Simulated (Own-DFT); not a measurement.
# Point defects and the pressure they add: D0_22 TiAl3

No measurement is shown. These are fixed-geometry runs of a retired plane-wave code named Own-DFT, which no person has reviewed; spin and spin-orbit coupling are neglected.

Method: PBEsol; PseudoDojo norm-conserving scalar-relativistic files, made for PBE; cutoff 42 hartree; 4 x 4 x 4 k mesh centred on Gamma; cold (Marzari-Vanderbilt) smearing of 0.2 eV.

Limits: forces on such cells failed a check on a denser k mesh; stress not checked against mesh or cutoff.

All runs share one cell, with vectors in Å (-2.365, -6.981, 4.326); (-7.667, 3.491, 1.442); (-2.950, -3.488, -7.241) and a volume of 625.4 Å³. u is the rms random offset of the atoms per axis. The defect's site can differ from row to row.

| cell | formula | u (Å) | P (GPa) |
|---|---|---|---|
| no defect | Al30Ti10 | 0.0203 | 0.07 |
| no defect | Al30Ti10 | 0.0432 | 0.56 |
| no defect | Al30Ti10 | 0.0435 | 0.45 |
| two Ti on an Al site each | Al28Ti12 | 0.0275 | 0.98 |
| two Ti on an Al site each | Al28Ti12 | 0.0278 | 1.19 |
| two Ti on an Al site each | Al28Ti12 | 0.0473 | 1.42 |
| two Ti on an Al site each | Al28Ti12 | 0.0480 | ? |
| one Ti vacancy | Al30Ti9 | 0.0294 | 0.02 |
| one Ti vacancy | Al30Ti9 | 0.0296 | 0.13 |
| one Ti vacancy | Al30Ti9 | 0.0518 | 0.65 |
| two Al vacancies | Al28Ti10 | 0.0299 | -0.72 |
| two Al vacancies | Al28Ti10 | 0.0323 | -0.62 |
| two Al vacancies | Al28Ti10 | 0.0509 | -0.34 |
| two Al on a Ti site each | Al32Ti8 | 0.0271 | 1.18 |
| two Al on a Ti site each | Al32Ti8 | 0.0291 | 1.18 |
| two Al on a Ti site each | Al32Ti8 | 0.0464 | 1.57 |

## Worked fit

P = P0 + c u² + a shift for each defect gives P0 = -0.01 GPa, c = 269 ± 27 GPa/Å² and a scatter of 0.08 GPa. The shifts, and each times the cell's volume:

- two Al on a Ti site each: 0.99 ± 0.06 GPa, 3.9 eV (1.9 eV for each of its 2 sites)
- two Ti on an Al site each: 0.87 ± 0.06 GPa, 3.4 eV (1.7 eV for each of its 2 sites)
- one Ti vacancy: -0.11 ± 0.06 GPa, -0.4 eV (not resolved)
- two Al vacancies: -0.95 ± 0.06 GPa, -3.7 eV (-1.9 eV for each of its 2 sites)

Positive is outwards. The product with the volume (160.2 GPa Å³ to the eV) is nearly free of the cell's size; divided by the bulk modulus at the cell's pressure it gives the volume that the defect adds. The atoms around the defects weren't relaxed, which would change these numbers.

## Prediction

Asked: what pressure belongs in the blank (two Ti on an Al site each, u = 0.0480 Å)?

From the fit: 1.48 ± 0.09 GPa. The hidden result is 1.62 GPa.
